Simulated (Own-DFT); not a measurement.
# How strain changes the stress of diamond silicon, 64 atoms (Si64)

All numbers below are calculated, not measured. The program, named Own-DFT, is a retired in-house plane-wave density functional code that no person has reviewed. Each row is one single-point run on a periodic cell that was not relaxed, without spin or spin-orbit coupling.

Settings of every run: PBE; PseudoDojo norm-conserving scalar-relativistic files; cutoff 20 hartree; 3 x 3 x 3 k mesh centred on Gamma; Fermi-Dirac smearing of 0.1 eV.

Known limits: k mesh not checked against a denser one; stress not checked against mesh or cutoff.

Unstrained cell vectors in Å: (10.862, 0.000, 0.000); (0.000, 10.862, 0.000); (0.000, 0.000, 10.862). The unstrained cell has measured lattice constants (interpolated for alloys), not those of this functional. That, the random moves and any unrelaxed bonds set the pressure at no strain. Each run strains this cell uniformly, with the atoms carried along. Every atom was also moved at random, by a Gaussian of width 0.05 Å on each axis. Strain is the symmetric tensor, in per cent. Stress is positive in tension, and the pressure is minus a third of its trace.

```
run  e_xx (%)  e_yy (%)  e_zz (%)  e_yz (%)  e_xz (%)  e_xy (%)  s_xx (GPa)  s_yy (GPa)  s_zz (GPa)  s_yz (GPa)  s_xz (GPa)  s_xy (GPa)  P (GPa)  E (meV/atom)
  1      0.71      0.91      0.05      1.93     -1.11     -1.66       -1.33       -1.18       -1.78        3.44       -1.92       -3.35     1.43          18.4
  2      0.88      1.80     -0.12     -1.98      1.49      1.02       -0.48        0.41       -1.38       -4.14        3.26        2.41     0.48           4.4
  3     -1.53     -0.81     -1.72      1.40      1.97     -0.41       -7.20       -6.59       -7.47        4.58        4.27       -1.31     7.09          25.3
  4      0.73      0.69      0.55     -0.96     -1.93     -0.26       -0.81       -0.85       -1.05       -2.30       -3.55        0.06     0.90           0.3
  5      1.62     -0.51      0.72     -1.12     -0.32      0.04        0.02       -1.92       -0.93       -2.58       -0.15        0.18     0.94           0.2
  6     -1.48      0.54     -1.90     -1.65     -0.04     -1.80       -6.19       -4.50       -6.67       -2.74       -0.27       -4.94     5.78          27.0
  7     -1.61      1.36     -0.43      0.39     -0.14     -1.40       -4.63       -1.94       -3.50        1.91        0.92       -4.10     3.36           1.7
  8      0.81     -1.72     -0.64     -0.10      1.34      0.26       -3.20       -5.40       -4.40       -0.44        2.85        0.86     4.33          15.3
  9      0.32     -1.24      1.54      1.94      1.13     -1.66       -2.17       -3.56       -1.21        4.12        1.76       -3.76     2.31          15.3
 10     -1.77     -0.63     -0.49      0.86     -1.76     -1.19       -6.44       -5.38       -5.35        1.49       -4.95       -2.48     5.73          13.8
 11      1.01     -1.13      0.11     -0.58     -1.50      0.23       -1.83       -3.67       -2.79       -1.10       -4.62        0.33     2.76           0.0
 12      0.55     -1.77     -1.92      1.52     -0.66      0.39       -4.35       -6.67       -6.65        2.88       -1.77       -0.15     5.89          15.5
 13     -0.49      1.09     -1.23      0.41     -1.79     -0.48       -3.62       -2.18       -4.44        0.75       -4.21       -0.83     3.41           4.1
 14     -1.27      1.99     -1.13      1.79     -1.24     -1.01       -4.19       -1.34       -4.31        3.51       -2.17       -2.91     3.28          13.5
 15     -1.17      0.36      1.75     -1.76     -0.77     -1.32       -3.28       -2.14       -0.68       -4.56       -2.53       -3.54     2.03           8.3
 16     -0.81      1.68      0.68     -0.24     -0.59     -0.53           ?           ?           ?           ?           ?           ?        ?             ?
```

E is the free energy for each atom above the lowest run shown.

## Worked fit

Each stress component was fitted by least squares to a constant and the strains of the runs shown, as fractions, with shears doubled. Shear strains stay in the fit of a normal stress only where such slopes are resolved. The slopes, in GPa:

```
stress,at no strain,per e_xx,per e_yy,per e_zz,scatter
s_xx,-2.8,159 ± 4,67 ± 3,68 ± 4,0.15
s_yy,-2.9,72 ± 4,158 ± 4,68 ± 4,0.17
s_zz,-2.9,70 ± 3,67 ± 3,159 ± 3,0.14
```

Each shear stress against twice its own strain: yz 103 ± 7, xz 116 ± 8, xy 116 ± 14 GPa. These are stiffnesses along x, y and z of the frame in which the cell vectors are given, which need not be the crystal's axes. The atoms are held to the strained lattice; where symmetry lets them move under strain, relaxing them would lower some slopes. The table should be nearly symmetric about its diagonal, and what it lacks of that shows the noise. A ninth of its sum, 99 ± 2 GPa, estimates the bulk modulus near the mean pressure of these runs, 3.3 GPa, so it lies above the value at zero pressure.

## Withheld run

Question: what normal stresses and pressure should run 16 give?

The fit gives s_xx = -2.5, s_yy = -0.3, s_zz = -1.3 and P = 1.4 GPa. The calculation gave -2.32, -0.03, -1.05 and P = 1.13 GPa.
